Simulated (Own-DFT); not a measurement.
# How strain changes the stress of diamond-structure GeSn with randomly placed atoms, 64 atoms (Ge52Sn12)

These are calculations, not measurements. The program, named Own-DFT, is a retired in-house plane-wave density functional code that no person has reviewed. Each row is one single-point run on a periodic cell that was not relaxed, without spin or spin-orbit coupling.

Settings of every run: PBE; PseudoDojo norm-conserving scalar-relativistic files; cutoff 49 hartree; 3 x 3 x 3 k mesh centred on Gamma; Fermi-Dirac smearing of 0.1 eV.

Known limits: forces on such cells moved up to 12 meV/angstrom on a denser k mesh; stress not checked against mesh or cutoff.

Unstrained cell vectors in Å: (11.628, 0.000, 0.000); (0.000, 11.628, 0.000); (0.000, 0.000, 11.628). The unstrained cell has measured lattice constants (interpolated for alloys), not those of this functional. That, the random moves and any unrelaxed bonds set the pressure at no strain. Each run strains this cell uniformly, with the atoms carried along. Every atom was also moved at random, by a Gaussian of width 0.05 Å on each axis. The random placing of the alloy's atoms differs from row to row. Strain is the symmetric tensor, in per cent. Stress is positive in tension, and the pressure is minus a third of its trace.

| run | e_xx (%) | e_yy (%) | e_zz (%) | s_xx (GPa) | s_yy (GPa) | s_zz (GPa) | P (GPa) | E (meV/atom) |
|---|---|---|---|---|---|---|---|---|
| 1 | 2.25 | 2.25 | 0.00 | -2.18 | -2.12 | -3.19 | 2.50 | 20.0 |
| 2 | -1.75 | -1.75 | 0.00 | -8.83 | -8.73 | -7.99 | 8.52 | 91.6 |
| 3 | 2.75 | 2.75 | 0.00 | -1.37 | -1.43 | -2.68 | 1.83 | 9.6 |
| 4 | 0.50 | 0.50 | 0.00 | -4.55 | -4.58 | -4.70 | 4.61 | 22.2 |
| 5 | 1.75 | 1.75 | 0.00 | -2.54 | -2.52 | -3.32 | 2.79 | 0.0 |
| 6 | -1.25 | -1.25 | 0.00 | -7.52 | -7.65 | -6.80 | 7.32 | 56.4 |
| 7 | -0.50 | -0.50 | 0.00 | -6.28 | -6.24 | -5.96 | 6.16 | 44.9 |
| 8 | 2.50 | 2.50 | 0.00 | -1.79 | -1.88 | -2.95 | 2.21 | 17.4 |
| 9 | 1.00 | 1.00 | 0.00 | ? | ? | ? | ? | ? |

E is the free energy for each atom above the lowest run shown.

## Worked fit

The change of volume is close to e_xx + e_yy + e_zz. A straight line through the runs shown gives P = 5.63 - 71 x (fractional change of volume) GPa, with an error of 3 on the slope and a scatter of 0.28 GPa. The strain isn't the same on all axes, but the crystal is cubic, so the slope still estimates the bulk modulus, averaged over pressures from 1.8 to 8.5 GPa.

## Withheld run

Question: what pressure should run 9 give? Its volume changes by 2.01 %.

The line gives 4.2 GPa. The calculation gave 4.20 GPa.
